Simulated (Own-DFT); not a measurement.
# Shaking the atoms of zincblende GaP, 96 atoms (Ga48P48)

All numbers below are calculated, not measured. They come from Own-DFT, an in-house plane-wave density functional program, since retired, whose code no person has reviewed. Each row is one single-point run on a periodic cell that was not relaxed, without spin or spin-orbit coupling.

Settings of every run: PBE; PseudoDojo norm-conserving scalar-relativistic files; cutoff 42 hartree; 2 x 3 x 3 k mesh centred on Gamma; Fermi-Dirac smearing of 0.1 eV.

Known limits, some of them of some rows only: some atoms lie very close together; forces on such cells moved up to 12 meV/angstrom on a denser k mesh; forces on such cells passed a denser k mesh, each cell not checked; stress not checked against mesh or cutoff.

Cell vectors in Å: (16.352, 0.000, 0.000); (0.000, 10.901, 0.000); (0.000, 0.000, 10.901). In each run every atom was moved at random and independently from its ideal site; u is the rms move along one axis. E is the free energy for each atom above the fitted value at u = 0, and F the rms of the force components.

```
run,u (Å),E (meV/atom),F (eV/Å),largest force (eV/Å),P (GPa)
1,0.0198,6.9,0.269,0.91,2.71
2,0.0200,7.1,0.276,0.93,2.72
3,0.0205,7.4,0.285,0.88,2.72
4,0.0474,36.5,0.637,2.95,3.13
5,0.0497,45.4,0.749,3.59,3.27
6,0.0511,?,?,?,?
7,0.1012,190.6,1.720,8.69,5.47
8,0.1064,189.6,1.593,6.04,5.26
9,0.1620,554.3,3.706,26.33,11.28
10,0.2098,731.6,3.982,20.55,12.97
```

## Worked fit

For small independent moves the energy grows as E = (3/2) K u², with K the mean stiffness felt by one atom. The runs with u up to 0.11 Å give K = 11.7 ± 0.3 eV/Å², with residuals divided by u² + 0.0006 Å², since the noise grows with the moves. The scatter is 2.5 meV/atom at u = 0.05 Å. The forces follow F = G u with G = 14.6 eV/Å²; no force at u = 0 is resolved. G exceeds K because the moves of its neighbours add to the force on an atom, and stiffness differs between atoms. At u = 0.210 Å the parabola gives 772 meV/atom and the run 732. The pressure follows P = 2.61 + 254 u² GPa: at fixed volume, shortened bonds push harder than stretched ones pull.

## Withheld run

Question: what energy and rms force should run 6 give?

The fit gives 46 ± 3 meV/atom and about 0.75 eV/Å. The calculation gave 47.9 meV/atom and 0.767 eV/Å.
